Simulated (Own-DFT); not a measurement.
# Response to strain: wurtzite AlGaN with randomly placed atoms, 72 atoms (Al9Ga27N36)

Calculated results; nothing here was measured. The program, named Own-DFT, is a retired in-house plane-wave density functional code that no person has reviewed. Each row is one single-point run on a periodic cell that was not relaxed, without spin or spin-orbit coupling.

Settings of every run: PBE; PseudoDojo norm-conserving scalar-relativistic files; cutoff 42 hartree; 4 x 4 x 3 k mesh centred on Gamma; Fermi-Dirac smearing of 0.1 eV.

Known limits: forces on such cells passed a denser k mesh, each cell not checked; stress not checked against mesh or cutoff.

Unstrained cell vectors in Å: (9.509, 0.000, 0.000); (-4.755, 8.235, 0.000); (0.000, 0.000, 10.268). The unstrained cell has measured lattice constants (interpolated for alloys), not those of this functional. That, the random moves and any unrelaxed bonds set the pressure at no strain. Each run strains this cell uniformly, with the atoms carried along. Every atom was also moved at random, by a Gaussian of width 0.05 Å on each axis. The random placing of the alloy's atoms differs from row to row. Strain is the symmetric tensor, in per cent. Stress is positive in tension, and the pressure is minus a third of its trace.

```
run,e_xx (%),e_yy (%),e_zz (%),s_xx (GPa),s_yy (GPa),s_zz (GPa),P (GPa),E (meV/atom)
1,2.25,2.25,0.00,3.79,3.59,-3.87,-1.17,13.9
2,-0.75,-0.75,0.00,-13.62,-10.06,-9.36,11.02,42.9
3,2.50,2.50,0.00,4.74,5.65,-5.31,-1.69,21.4
4,-0.50,-0.50,0.00,-8.39,-10.97,-9.12,9.49,21.3
5,-1.00,-1.00,0.00,-12.70,-13.71,-9.39,11.94,45.3
6,3.00,3.00,0.00,6.46,4.97,-2.21,-3.07,38.1
7,0.50,0.50,0.00,-4.70,-3.71,-6.71,5.04,7.7
8,1.75,1.75,0.00,2.50,1.88,-5.40,0.34,0.0
9,1.25,1.25,0.00,?,?,?,?,?
```

E is the free energy for each atom above the lowest run shown.

## Worked fit

The change of volume is close to e_xx + e_yy + e_zz. A straight line through the runs shown gives P = 7.73 - 190 x (fractional change of volume) GPa, with an error of 7 on the slope and a scatter of 0.60 GPa. The strain isn't the same on all axes and the cell isn't cubic, so the slope belongs to this path and is not the bulk modulus.

## Withheld run

Question: what pressure should run 9 give? Its volume changes by 2.52 %.

The line gives 2.9 GPa. The calculation gave 2.92 GPa.
